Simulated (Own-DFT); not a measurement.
# Energy and forces against displacement in hexagonal WC, 64 atoms (C32W32)

These are calculations, not measurements. They come from Own-DFT, an in-house plane-wave density functional program, since retired, whose code no person has reviewed. Each row is one single-point run on a periodic cell that was not relaxed, without spin or spin-orbit coupling.

Settings of every run: PBE; PseudoDojo norm-conserving scalar-relativistic files; cutoff 50 hartree; 4 x 4 x 4 k mesh centred on Gamma; cold (Marzari-Vanderbilt) smearing of 0.2 eV.

Known limits, some of them of some rows only: some atoms lie very close together; forces on such cells moved up to 12 meV/angstrom on a denser k mesh; stress not checked against mesh or cutoff.

Cell vectors in Å: (5.833, -5.052, -2.839); (0.000, -5.052, 8.518); (-5.833, -5.052, -2.839). In each run every atom was moved at random and independently from its ideal site; u is the rms move along one axis. E is the free energy for each atom above the fitted value at u = 0, and F the rms of the force components.

```
run,u (Å),E (meV/atom),F (eV/Å),largest force (eV/Å),P (GPa)
1,0.0200,14.7,0.569,2.43,3.33
2,0.0203,15.1,0.562,2.11,3.36
3,0.0439,?,?,?,?
4,0.0476,82.1,1.314,5.01,6.20
5,0.0879,293.1,2.739,16.07,14.11
6,0.0979,302.6,2.444,8.09,14.35
7,0.1094,481.1,3.308,18.83,21.38
8,0.1482,873.7,5.104,20.53,36.22
```

## Worked fit

For small independent moves the energy grows as E = (3/2) K u², with K the mean stiffness felt by one atom. The runs with u up to 0.11 Å give K = 24.3 ± 1.2 eV/Å², with residuals divided by u² + 0.0006 Å², since the noise grows with the moves. The scatter is 9.2 meV/atom at u = 0.05 Å. The forces follow F = G u with G = 28.4 eV/Å²; no force at u = 0 is resolved. G exceeds K because the moves of its neighbours add to the force on an atom, and stiffness differs between atoms. At u = 0.148 Å the parabola gives 802 meV/atom and the run 874. The pressure follows P = 2.70 + 1437 u² GPa: at fixed volume, shortened bonds push harder than stretched ones pull.

## Withheld run

Question: what energy and rms force should run 3 give?

The fit gives 70 ± 8 meV/atom and about 1.25 eV/Å. The calculation gave 71.7 meV/atom and 1.238 eV/Å.
